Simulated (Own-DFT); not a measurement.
Simulation results for SiC (4H silicon carbide, strained, atoms displaced)

A calculation, not a measurement: plane-wave PBE density functional theory by an unreviewed code, no spin, of a simulated periodic cell, stress positive in tension, free energy of the whole cell less one offset for each atom, forces on such cells passed a denser k mesh, this cell's mesh not checked; offsets are fitted by least squares, one for each functional and potential file, so energies compare only between cells with the same atoms and settings and are not formation energies; the far tail of each file's local potential was reset to the Coulomb form; each entry is a single point on an unrelaxed cell, so the pressure reflects the starting lattice, mostly measured values (interpolated for alloys), from which strain is counted, and rises with the displacements; printed positions are rounded, which can move forces by about a meV/angstrom; the program, named Own-DFT, is a retired in-house code; no spin-orbit coupling. Program: Own-DFT development build.

Common to all runs: functional PBE; potential files PseudoDojo norm-conserving, scalar-relativistic, standard set; wave cutoff 42 hartree; occupations Fermi-Dirac; smearing width 0.1 eV; hardware one NVIDIA H100; k mesh 5 x 5 x 3 centred on Gamma.

(1) 
```cif
# cell vector a (Å): 6.1974 0.0663 -0.0469
# cell vector b (Å): -3.0412 5.2500 0.0062
# cell vector c (Å): -0.0766 -0.0325 10.0325
data_SiC
_symmetry_space_group_name_H-M 'P 1'
_symmetry_Int_Tables_number 1
_cell_length_a 6.1979
_cell_length_b 6.0672
_cell_length_c 10.0328
_cell_angle_alpha 89.883
_cell_angle_beta 90.873
_cell_angle_gamma 119.469
_cell_volume 328.42
loop_
_atom_site_label
_atom_site_type_symbol
_atom_site_fract_x
_atom_site_fract_y
_atom_site_fract_z
_atom_site_occupancy
Si1 Si 0.01267 0.01399 0.40835 1
Si2 Si 0.15405 0.31659 0.15798 1
C1 C 0.00977 0.00552 0.09697 1
C2 C 0.18026 0.34852 0.33855 1
Si3 Si 0.01172 0.50376 0.40353 1
Si4 Si 0.16275 0.82389 0.15451 1
C3 C 0.98275 0.50059 0.10300 1
C4 C 0.18401 0.84120 0.34505 1
Si5 Si 0.51276 0.99404 0.40099 1
Si6 Si 0.67844 0.32779 0.15247 1
C5 C 0.48728 0.99667 0.08360 1
C6 C 0.67627 0.35320 0.35192 1
Si7 Si 0.49986 0.49479 0.40570 1
Si8 Si 0.66077 0.83652 0.15264 1
C7 C 0.50045 0.51734 0.08430 1
C8 C 0.65928 0.82268 0.35708 1
Si9 Si 0.00192 0.00144 0.91307 1
Si10 Si 0.83638 0.66560 0.65931 1
C9 C 0.99914 0.00131 0.60428 1
C10 C 0.83236 0.66753 0.84042 1
Si11 Si 0.01105 0.50323 0.90973 1
Si12 Si 0.85549 0.17928 0.66538 1
C11 C 0.98700 0.48800 0.58933 1
C12 C 0.83150 0.18208 0.84992 1
Si13 Si 0.49283 0.99128 0.90444 1
Si14 Si 0.31353 0.67282 0.65868 1
C13 C 0.49120 0.00306 0.59453 1
C14 C 0.33976 0.67120 0.83694 1
Si15 Si 0.51975 0.51921 0.91346 1
Si16 Si 0.32667 0.16288 0.66403 1
C15 C 0.49538 0.50639 0.60227 1
C16 C 0.33755 0.17063 0.84230 1
_calc_free_energy_of_cell_above_offsets '-1.622'  # eV
_calc_pressure 7.89  # GPa
_calc_stress_xx -2.35  # GPa
_calc_stress_yy -11.2  # GPa
_calc_stress_zz -10.12  # GPa
_calc_stress_yz -2.34  # GPa
_calc_stress_xz -1.42  # GPa
_calc_stress_xy 4.47  # GPa
_calc_wall_time 127.1  # s
```

Force:
```csv
element,x (eV/Å),y (eV/Å),z (eV/Å)
Si,-0.001,-1.292,0.729
Si,0.724,3.677,-0.729
C,-1.31,-2.166,-0.256
C,-0.319,-1.709,0.957
Si,-1.159,0.657,0.507
Si,0.161,1.604,1.524
C,3.642,-0.442,-2.473
C,-1.123,-0.005,-0.519
Si,-2.508,2.347,2.859
Si,-4.455,-0.01,1.605
C,0.848,0.021,2.331
C,1.954,-2.604,-2.614
Si,-0.389,0.403,2.672
Si,0.63,0.102,1.405
C,0.364,-2.043,3.849
C,2.6,1.568,-3.248
Si,0.283,0.775,-2.097
Si,-1.717,-0.518,-1.287
C,0.715,-0.021,-1.771
C,1.178,0.668,2.243
Si,-0.962,1.072,-0.041
Si,-2.92,-1.95,-0.802
C,0.623,1.672,0.572
C,1.253,-1.845,0.396
Si,-0.176,1.867,-1.596
Si,2.398,-0.087,-2.115
C,1.219,0.212,-0.034
C,-0.629,-0.974,2.641
Si,-0.859,-1.979,-4.355
Si,0.777,1.474,-1.888
C,-0.144,-0.528,-1.213
C,-0.698,0.05,2.748
```

(2) 
```cif
# cell vector a (Å): 6.0513 0.0390 0.0458
# cell vector b (Å): -2.9919 5.2349 0.0614
# cell vector c (Å): 0.0748 0.1589 9.8704
data_SiC
_symmetry_space_group_name_H-M 'P 1'
_symmetry_Int_Tables_number 1
_cell_length_a 6.0516
_cell_length_b 6.0299
_cell_length_c 9.8720
_cell_angle_alpha 88.831
_cell_angle_beta 89.126
_cell_angle_gamma 119.372
_cell_volume 313.73
loop_
_atom_site_label
_atom_site_type_symbol
_atom_site_fract_x
_atom_site_fract_y
_atom_site_fract_z
_atom_site_occupancy
Si1 Si 0.99427 0.98984 0.40647 1
Si2 Si 0.14987 0.33290 0.15087 1
C1 C 0.00152 0.99578 0.09850 1
C2 C 0.16874 0.33489 0.35108 1
Si3 Si 0.99719 0.49306 0.40883 1
Si4 Si 0.17851 0.84261 0.15216 1
C3 C 0.01814 0.49566 0.09495 1
C4 C 0.14860 0.81693 0.35225 1
Si5 Si 0.50598 0.99308 0.40343 1
Si6 Si 0.67325 0.34722 0.15670 1
C5 C 0.50342 0.99339 0.08785 1
C6 C 0.63520 0.31470 0.34039 1
Si7 Si 0.49521 0.49730 0.40692 1
Si8 Si 0.65969 0.82539 0.15332 1
C7 C 0.50351 0.49202 0.08106 1
C8 C 0.66770 0.82389 0.33719 1
Si9 Si 0.00203 0.99920 0.90688 1
Si10 Si 0.83881 0.66168 0.65479 1
C9 C 0.98108 0.97320 0.59242 1
C10 C 0.83282 0.66943 0.84026 1
Si11 Si 0.00332 0.50641 0.90462 1
Si12 Si 0.83661 0.16386 0.65756 1
C11 C 0.99470 0.49460 0.58278 1
C12 C 0.82761 0.16519 0.84625 1
Si13 Si 0.51279 0.99297 0.90552 1
Si14 Si 0.33709 0.67693 0.64819 1
C13 C 0.48786 0.99396 0.60271 1
C14 C 0.33917 0.65999 0.84524 1
Si15 Si 0.50184 0.48360 0.90393 1
Si16 Si 0.34314 0.18005 0.65936 1
C15 C 0.48886 0.48275 0.59902 1
C16 C 0.32911 0.16321 0.85074 1
_calc_free_energy_of_cell_above_offsets '-0.766'  # eV
_calc_pressure 19.98  # GPa
_calc_stress_xx -18.01  # GPa
_calc_stress_yy -21.36  # GPa
_calc_stress_zz -20.56  # GPa
_calc_stress_yz 8.69  # GPa
_calc_stress_xz 2.49  # GPa
_calc_stress_xy 6.05  # GPa
_calc_wall_time 109.3  # s
```

Force:
```csv
element,x (eV/Å),y (eV/Å),z (eV/Å)
Si,-0.183,0.831,-0.128
Si,6.317,-2.472,2.878
C,-0.993,0.183,-1.182
C,-0.603,-1.036,-1.887
Si,-1.302,-1.151,-2.754
Si,-0.01,-1.513,1.794
C,-6.071,3.334,-1.822
C,2.225,1.527,-2.351
Si,-2.075,-1.008,0.929
Si,0.771,-2,-0.902
C,-0.042,1.661,1.437
C,2.54,1.508,0.587
Si,-0.052,-0.688,0.528
Si,0.951,-0.615,-0.841
C,-1.19,0.818,3.215
C,-0.455,0.47,1.4
Si,-0.734,-0.322,0.353
Si,-1.152,-1.838,0.362
C,0.371,3.783,0.156
C,0.914,-0.221,0.74
Si,0.66,-0.63,-0.002
Si,-0.531,-0.78,-0.351
C,0.776,-0.279,4.005
C,2.121,1.517,-0.669
Si,-2.728,-0.913,-0.426
Si,-0.081,-3.507,2.358
C,1.733,2.826,-2.562
C,-0.633,0.183,-1.133
Si,-0.917,1.52,-1.187
Si,-1.458,-4.741,1.113
C,0.389,4.539,-2.116
C,1.44,-0.986,-1.541
```

(3) 
```cif
# cell vector a (Å): 6.2701 0.0743 -0.1039
# cell vector b (Å): -3.0707 5.2612 -0.0010
# cell vector c (Å): -0.1696 -0.0999 9.9916
data_SiC
_symmetry_space_group_name_H-M 'P 1'
_symmetry_Int_Tables_number 1
_cell_length_a 6.2714
_cell_length_b 6.0918
_cell_length_c 9.9935
_cell_angle_alpha 90.014
_cell_angle_beta 91.928
_cell_angle_gamma 119.586
_cell_volume 331.76
loop_
_atom_site_label
_atom_site_type_symbol
_atom_site_fract_x
_atom_site_fract_y
_atom_site_fract_z
_atom_site_occupancy
Si1 Si 0.98547 0.98418 0.40124 1
Si2 Si 0.18420 0.32926 0.15089 1
C1 C 0.00990 0.00487 0.09371 1
C2 C 0.17418 0.33724 0.33750 1
Si3 Si 0.00545 0.51549 0.40239 1
Si4 Si 0.16296 0.85887 0.15013 1
C3 C 0.98206 0.48183 0.08995 1
C4 C 0.15083 0.83528 0.34136 1
Si5 Si 0.50255 0.01596 0.40534 1
Si6 Si 0.66649 0.32125 0.15907 1
C5 C 0.49975 0.99985 0.10456 1
C6 C 0.65234 0.33295 0.33343 1
Si7 Si 0.49635 0.49104 0.41460 1
Si8 Si 0.66625 0.82427 0.15063 1
C7 C 0.49154 0.49867 0.09710 1
C8 C 0.65546 0.82917 0.34285 1
Si9 Si 0.00561 0.00330 0.90052 1
Si10 Si 0.83145 0.67019 0.65859 1
C9 C 0.98379 0.00559 0.59885 1
C10 C 0.81863 0.65200 0.84316 1
Si11 Si 0.00027 0.48636 0.91527 1
Si12 Si 0.83829 0.17674 0.65409 1
C11 C 0.01724 0.50249 0.59032 1
C12 C 0.84326 0.16667 0.84819 1
Si13 Si 0.50023 0.01134 0.90644 1
Si14 Si 0.33810 0.65260 0.65545 1
C13 C 0.49717 0.99214 0.59354 1
C14 C 0.32228 0.65790 0.85076 1
Si15 Si 0.50217 0.49028 0.91180 1
Si16 Si 0.34185 0.17658 0.64993 1
C15 C 0.49895 0.50662 0.59436 1
C16 C 0.35012 0.16494 0.83155 1
_calc_free_energy_of_cell_above_offsets '-1.345'  # eV
_calc_pressure 5.81  # GPa
_calc_stress_xx 1.51  # GPa
_calc_stress_yy -8.28  # GPa
_calc_stress_zz -10.65  # GPa
_calc_stress_yz -2.98  # GPa
_calc_stress_xz -5.08  # GPa
_calc_stress_xy 7.14  # GPa
_calc_wall_time 118.5  # s
```

Force:
```csv
element,x (eV/Å),y (eV/Å),z (eV/Å)
Si,-1.305,2.397,1.088
Si,-3.356,1.336,1.631
C,-3.308,0.264,-2.509
C,-0.913,-0.647,1.413
Si,0.653,-2.191,-0.619
Si,4.266,-4.637,1.965
C,0.975,1.616,2.637
C,1.781,0.709,-0.373
Si,0.177,-2.154,-0.451
Si,-0.35,1.982,-1.697
C,-0.623,-1.06,-2.619
C,1.39,0.971,4.035
Si,-0.967,1.206,-3.174
Si,-0.461,1.319,1.731
C,2.573,-0.84,-1.487
C,0.259,-0.035,0.041
Si,0.954,-1.299,-0.103
Si,1.04,-0.017,-0.296
C,2.925,-0.693,-1.507
C,1.118,0.858,1.031
Si,-0.904,1.58,-2.459
Si,-1.093,-0.378,0.859
C,-2.328,0.341,0.021
C,-1.568,-0.666,-1.18
Si,2.379,-2.184,0.562
Si,-2.318,2.192,1.691
C,-0.145,1.228,-0.215
C,1.124,0.406,-0.591
Si,-0.987,0.95,-1.352
Si,-0.623,-1.993,-0.22
C,2.271,-1.066,-0.004
C,-2.637,0.504,2.151
```

(4) 
```cif
# cell vector a (Å): 6.1710 -0.0515 0.0822
# cell vector b (Å): -3.1302 5.3059 0.0608
# cell vector c (Å): 0.1342 0.1920 9.9323
data_SiC
_symmetry_space_group_name_H-M 'P 1'
_symmetry_Int_Tables_number 1
_cell_length_a 6.1718
_cell_length_b 6.1607
_cell_length_c 9.9351
_cell_angle_alpha 88.874
_cell_angle_beta 88.472
_cell_angle_gamma 121.003
_cell_volume 323.43
loop_
_atom_site_label
_atom_site_type_symbol
_atom_site_fract_x
_atom_site_fract_y
_atom_site_fract_z
_atom_site_occupancy
Si1 Si 0.98759 0.98211 0.40462 1
Si2 Si 0.17520 0.33819 0.15890 1
C1 C 0.01928 0.00278 0.09862 1
C2 C 0.15828 0.32068 0.34821 1
Si3 Si 0.97132 0.49209 0.40906 1
Si4 Si 0.17848 0.84451 0.14530 1
C3 C 0.98312 0.49257 0.09167 1
C4 C 0.16944 0.85324 0.34346 1
Si5 Si 0.50063 0.00722 0.41449 1
Si6 Si 0.66382 0.34288 0.15464 1
C5 C 0.50266 0.00269 0.08597 1
C6 C 0.66805 0.33897 0.34879 1
Si7 Si 0.49280 0.48804 0.41037 1
Si8 Si 0.67136 0.84047 0.15752 1
C7 C 0.48385 0.49016 0.09064 1
C8 C 0.65760 0.83172 0.34408 1
Si9 Si 0.00286 0.98907 0.90483 1
Si10 Si 0.83273 0.66409 0.65615 1
C9 C 0.99976 0.01996 0.59302 1
C10 C 0.81923 0.65442 0.83024 1
Si11 Si 0.00059 0.49779 0.90935 1
Si12 Si 0.83776 0.16259 0.65652 1
C11 C 0.01313 0.51061 0.59974 1
C12 C 0.83555 0.16263 0.83978 1
Si13 Si 0.49984 0.99326 0.91356 1
Si14 Si 0.33503 0.65676 0.65962 1
C13 C 0.49564 0.99487 0.59191 1
C14 C 0.32732 0.65610 0.84157 1
Si15 Si 0.50771 0.50316 0.90021 1
Si16 Si 0.32800 0.16594 0.65431 1
C15 C 0.48776 0.48979 0.59071 1
C16 C 0.34863 0.17504 0.83861 1
_calc_free_energy_of_cell_above_offsets '-1.649'  # eV
_calc_pressure 11.46  # GPa
_calc_stress_xx -8.42  # GPa
_calc_stress_yy -7.47  # GPa
_calc_stress_zz -18.48  # GPa
_calc_stress_yz 6.06  # GPa
_calc_stress_xz 5.95  # GPa
_calc_stress_xy -4.03  # GPa
_calc_wall_time 118  # s
```

Force:
```csv
element,x (eV/Å),y (eV/Å),z (eV/Å)
Si,-1.045,1.904,0.366
Si,-2.619,-1.252,0.753
C,-2.794,0.175,-1.971
C,-0.928,1.395,-0.558
Si,4.87,2.382,0.444
Si,-0.366,-2.122,3.085
C,2.226,1.526,0.658
C,1.711,-2.468,-0.65
Si,-0.336,-1.659,-2.315
Si,-0.744,-1.226,0.696
C,1.258,0.669,3.393
C,-1.741,-1.047,-1.688
Si,-1.748,0.884,-1.518
Si,0.234,-0.762,-0.421
C,2.547,2.678,-0.424
C,-0.113,-0.31,0.428
Si,-0.544,1.122,-0.562
Si,-0.219,0.523,-2.819
C,1.99,-3.267,-0.577
C,2.428,1.621,4.27
Si,-0.827,-1.274,-2.06
Si,-2.482,1.237,-0.007
C,-1.656,-1.133,-1.276
C,0.34,-0.343,2.041
Si,0.242,0.499,-4.997
Si,-0.645,1.14,-1.299
C,0.432,0.558,2.062
C,0.596,1.149,1.693
Si,-1.942,-1.29,0.827
Si,0.837,-1.154,0.086
C,1.52,1.485,1.052
C,-0.483,-1.642,1.288
```

(5) 
```cif
# cell vector a (Å): 6.1736 0.0418 -0.0760
# cell vector b (Å): -3.0506 5.2931 -0.0565
# cell vector c (Å): -0.1241 -0.1782 9.9016
data_SiC
_symmetry_space_group_name_H-M 'P 1'
_symmetry_Int_Tables_number 1
_cell_length_a 6.1742
_cell_length_b 6.1095
_cell_length_c 9.9040
_cell_angle_alpha 91.064
_cell_angle_beta 91.430
_cell_angle_gamma 119.557
_cell_volume 324.67
loop_
_atom_site_label
_atom_site_type_symbol
_atom_site_fract_x
_atom_site_fract_y
_atom_site_fract_z
_atom_site_occupancy
Si1 Si 0.00873 0.00580 0.40372 1
Si2 Si 0.19418 0.34921 0.15546 1
C1 C 0.00171 0.99408 0.08947 1
C2 C 0.16930 0.34209 0.34578 1
Si3 Si 0.98935 0.48482 0.40929 1
Si4 Si 0.15451 0.82200 0.15539 1
C3 C 0.99854 0.50309 0.09061 1
C4 C 0.18135 0.84868 0.34138 1
Si5 Si 0.50229 0.99749 0.40760 1
Si6 Si 0.67174 0.34217 0.15994 1
C5 C 0.50292 0.01035 0.09605 1
C6 C 0.65463 0.33860 0.33906 1
Si7 Si 0.50348 0.50257 0.40738 1
Si8 Si 0.66816 0.82640 0.15566 1
C7 C 0.48265 0.49289 0.09473 1
C8 C 0.66365 0.82469 0.34280 1
Si9 Si 0.01970 0.02018 0.91328 1
Si10 Si 0.82106 0.64977 0.65207 1
C9 C 0.01395 0.01182 0.59281 1
C10 C 0.83934 0.66274 0.84134 1
Si11 Si 0.01199 0.51510 0.90443 1
Si12 Si 0.84282 0.17190 0.65313 1
C11 C 0.98889 0.49356 0.58314 1
C12 C 0.83945 0.18118 0.84553 1
Si13 Si 0.50071 0.98974 0.90746 1
Si14 Si 0.35299 0.68121 0.65297 1
C13 C 0.49186 0.99140 0.59674 1
C14 C 0.33777 0.67341 0.84973 1
Si15 Si 0.49497 0.50511 0.91186 1
Si16 Si 0.34366 0.17483 0.66249 1
C15 C 0.51434 0.50949 0.59872 1
C16 C 0.33365 0.16168 0.84762 1
_calc_free_energy_of_cell_above_offsets '-1.918'  # eV
_calc_pressure 10.6  # GPa
_calc_stress_xx -6.13  # GPa
_calc_stress_yy -7.62  # GPa
_calc_stress_zz -18.06  # GPa
_calc_stress_yz -5.53  # GPa
_calc_stress_xz -3.05  # GPa
_calc_stress_xy 2.47  # GPa
_calc_wall_time 116.1  # s
```

Force:
```csv
element,x (eV/Å),y (eV/Å),z (eV/Å)
Si,-0.011,-0.21,0.218
Si,-5.219,-3.046,1.477
C,-0.74,0.764,2.557
C,0.437,-0.663,-0.47
Si,-0.297,2.303,-3.325
Si,1.64,2.159,0.118
C,0.675,-1.087,0.811
C,-1.039,-2.114,0.724
Si,-0.251,0.471,-0.838
Si,0.15,-0.861,-2.111
C,0.442,-1.521,-0.01
C,2.014,-0.936,2.135
Si,-0.888,0.119,0.386
Si,-0.968,1.821,-0.393
C,4.073,2.18,-0.752
C,0.562,1.247,0.665
Si,-1.437,-1.909,-3.198
Si,2.915,3.618,1.499
C,-0.338,-1.175,0.033
C,-1.762,1.293,0.666
Si,-0.795,-1.153,0.186
Si,-0.215,-0.613,0.891
C,1.31,0.462,3.451
C,0.668,-1.212,-0.314
Si,0.229,3.533,0.833
Si,-1.698,-2.477,1.24
C,1.049,2.517,-0.839
C,0.168,-1.459,-1.992
Si,2.273,-0.642,-1.734
Si,-0.76,-0.676,-0.632
C,-2.565,-1.859,-1.52
C,0.38,1.127,0.235
```

(6) 
```cif
# cell vector a (Å): 6.1333 0.0519 0.1021
# cell vector b (Å): -3.0217 5.4166 0.0120
# cell vector c (Å): 0.1668 0.1189 9.9824
data_SiC
_symmetry_space_group_name_H-M 'P 1'
_symmetry_Int_Tables_number 1
_cell_length_a 6.1344
_cell_length_b 6.2024
_cell_length_c 9.9845
_cell_angle_alpha 89.760
_cell_angle_beta 88.083
_cell_angle_gamma 118.664
_cell_volume 333.06
loop_
_atom_site_label
_atom_site_type_symbol
_atom_site_fract_x
_atom_site_fract_y
_atom_site_fract_z
_atom_site_occupancy
Si1 Si 0.98954 0.99327 0.39770 1
Si2 Si 0.15736 0.33928 0.15464 1
C1 C 0.99949 0.01291 0.08829 1
C2 C 0.15890 0.34147 0.34684 1
Si3 Si 0.00513 0.50083 0.40061 1
Si4 Si 0.16885 0.84167 0.16291 1
C3 C 0.01118 0.49390 0.09725 1
C4 C 0.16160 0.83771 0.33955 1
Si5 Si 0.50412 0.01006 0.40496 1
Si6 Si 0.65634 0.33322 0.15140 1
C5 C 0.50194 0.99601 0.10320 1
C6 C 0.66646 0.33113 0.34921 1
Si7 Si 0.50440 0.50552 0.39699 1
Si8 Si 0.67596 0.85118 0.16329 1
C7 C 0.49604 0.49811 0.08731 1
C8 C 0.66846 0.84028 0.34348 1
Si9 Si 0.01287 0.99783 0.90486 1
Si10 Si 0.82214 0.66649 0.65959 1
C9 C 0.99355 0.99900 0.58412 1
C10 C 0.84715 0.67572 0.84823 1
Si11 Si 0.00278 0.50166 0.90612 1
Si12 Si 0.83988 0.17828 0.65635 1
C11 C 0.98155 0.49205 0.59149 1
C12 C 0.83503 0.16075 0.84802 1
Si13 Si 0.49952 0.99600 0.92378 1
Si14 Si 0.32136 0.66645 0.65293 1
C13 C 0.50799 0.01690 0.59705 1
C14 C 0.32398 0.66022 0.83808 1
Si15 Si 0.50203 0.48759 0.90316 1
Si16 Si 0.32360 0.17082 0.66321 1
C15 C 0.51146 0.49082 0.58926 1
C16 C 0.32475 0.15667 0.84315 1
_calc_free_energy_of_cell_above_offsets '-2.035'  # eV
_calc_pressure 4.3  # GPa
_calc_stress_xx -6.9  # GPa
_calc_stress_yy 4.81  # GPa
_calc_stress_zz -10.81  # GPa
_calc_stress_yz 4.43  # GPa
_calc_stress_xz 5.22  # GPa
_calc_stress_xy 4.53  # GPa
_calc_wall_time 120  # s
```

Force:
```csv
element,x (eV/Å),y (eV/Å),z (eV/Å)
Si,0.424,1.762,1.726
Si,3.25,-1.332,0.87
C,1.178,-0.78,1.859
C,2.957,-1.53,-1.613
Si,-2.746,0.964,1.678
Si,-0.578,-1.051,-2.547
C,-4.407,2.577,-1.428
C,1.198,-0.328,2.005
Si,-0.985,-0.543,1.607
Si,1.523,0.434,1.31
C,-1.282,0.956,-0.008
C,0.03,0.92,-2.516
Si,-0.559,-0.825,1.895
Si,0.806,-1.997,-2.219
C,-0.102,0.719,1.541
C,-0.285,-0.718,0.371
Si,-2.839,-0.036,0.355
Si,0.976,0.654,-0.99
C,0.308,0.094,1.834
C,-1.043,-1.155,-0.521
Si,0.517,-1.162,0.295
Si,-0.648,-1.898,0.181
C,1.385,2.001,-0.139
C,-0.495,0.607,0.037
Si,0.457,-0.719,-4.303
Si,1.055,0.56,-0.756
C,-0.553,-1.742,-0.645
C,1.555,0.651,1.755
Si,-1.379,1.329,-0.641
Si,1.022,-0.804,-3.139
C,-2.948,1.06,0.54
C,2.209,1.331,1.609
```
